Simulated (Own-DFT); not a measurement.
# Response to strain: wurtzite AlN, 72 atoms (Al36N36)

Calculated, not measured: single-point runs of Own-DFT, a retired in-house plane-wave DFT program that no person has reviewed, on unrelaxed cells, without spin or spin-orbit coupling.

All runs used: PBE; PseudoDojo norm-conserving scalar-relativistic files; cutoff 42 hartree; 4 x 4 x 3 k mesh centred on Gamma; Gaussian smearing of 0.01 eV.

Keep in mind: k mesh not checked against a denser one; stress not checked against mesh or cutoff.

Unstrained cell vectors in Å: (9.336, 0.000, 0.000); (-4.668, 8.085, 0.000); (0.000, 0.000, 9.964). The unstrained cell has measured lattice constants (interpolated for alloys), not those of this functional. That, the random moves and any unrelaxed bonds set the pressure at no strain. In each run the cell takes a homogeneous strain; fractional positions stay. Each coordinate of each atom was shifted by a normal deviate of width 0.05 Å. Strains are tensor components in per cent; tension counts as positive stress, and P is minus the mean normal stress.

```
run,e_xx (%),e_yy (%),e_zz (%),e_yz (%),e_xz (%),e_xy (%),s_xx (GPa),s_yy (GPa),s_zz (GPa),s_yz (GPa),s_xz (GPa),s_xy (GPa),P (GPa),E (meV/atom)
1,-1.96,-0.17,-1.60,0.59,-1.07,1.47,-15.36,-11.66,-15.25,0.36,-2.01,4.83,14.09,45.1
2,0.06,0.92,-1.51,-1.94,1.35,0.32,-6.12,-2.88,-11.14,-5.74,3.53,2.27,6.71,32.0
3,-0.86,-0.61,-0.56,1.54,-0.45,-0.86,-12.48,-10.27,-8.04,3.99,-0.85,-3.21,10.26,32.5
4,1.91,1.40,0.44,-1.22,1.35,-0.05,4.98,2.49,-0.33,-2.47,2.77,0.81,-2.38,0.0
5,-1.73,-0.30,-0.67,1.70,-1.06,1.04,-14.68,-10.75,-9.74,4.15,-2.09,3.59,11.72,42.4
6,-1.47,0.19,1.19,1.62,0.17,-0.63,-11.69,-6.44,-0.54,4.72,0.46,-0.04,6.22,28.8
7,-0.30,1.28,-0.32,1.14,1.46,1.33,-5.96,-1.59,-6.97,3.11,3.04,6.35,4.84,34.9
8,-0.66,1.35,1.98,-0.82,-1.81,-0.68,-4.91,0.30,3.55,-2.61,-4.26,-1.55,0.35,6.6
9,0.04,-0.09,-0.23,-1.22,-0.37,0.60,-8.36,-7.07,-4.61,-3.59,-1.58,1.10,6.68,31.7
10,-1.08,1.09,-1.47,-0.97,0.63,-1.77,-10.72,-3.08,-11.98,-2.48,1.98,-5.77,8.59,29.1
11,1.95,-1.51,1.22,-0.55,-0.17,0.67,1.90,-10.20,-0.17,-0.84,-0.48,2.12,2.82,33.9
12,1.80,-0.09,-0.58,-1.80,0.25,1.20,1.57,-5.30,-5.13,-4.15,0.50,4.56,2.96,13.8
13,-1.01,-0.67,-0.15,1.19,1.71,-0.89,-11.90,-11.59,-7.21,2.80,4.66,-2.17,10.23,46.9
14,1.93,1.40,-0.05,0.11,-0.45,1.01,4.61,0.00,-1.67,0.73,-0.55,3.92,-0.98,12.5
15,-0.47,-0.61,-0.48,-1.16,-1.92,0.95,?,?,?,?,?,?,?,?
```

E is the free energy for each atom above the lowest run shown.

## What the rows give

Regress every stress component on the fractional strains (shears doubled) of the visible runs, with a constant. Shear strains stay in the fit of a normal stress only where such slopes are resolved. The slopes, in GPa:

```
stress  at no strain  per e_xx  per e_yy  per e_zz  scatter
  s_xx          -6.2  448 ± 17  153 ± 26   91 ± 23     0.86
  s_yy          -6.7  109 ± 16  452 ± 24   74 ± 21     0.79
  s_zz          -5.0  104 ± 19   71 ± 28  435 ± 25     0.93
```

The slope of each shear stress on twice its own strain, from a fit on all six strains: yz 142 ± 6, xz 112 ± 7, xy 181 ± 9 GPa. These are stiffnesses along x, y and z of the frame in which the cell vectors are given, with the crystal's c axis along z: C11, C12, C13 and C33. Hexagonal symmetry asks that xx and yy behave alike, which is a second check on the noise. These are clamped-ion slopes: internal relaxation, where symmetry allows it, would soften some. The table should be nearly symmetric about its diagonal, and what it lacks of that shows the noise. A ninth of the table's sum, 215 ± 4 GPa, estimates the bulk modulus near the mean pressure of these runs, 5.9 GPa, so it lies above the value at zero pressure.

## The run left out

Q: what normal stresses and pressure should run 15 give?

Estimate: s_xx = -9.7, s_yy = -10.3, s_zz = -8.1 and P = 9.4 GPa. DFT gave -11.89, -10.18, -8.19 and P = 10.08 GPa.
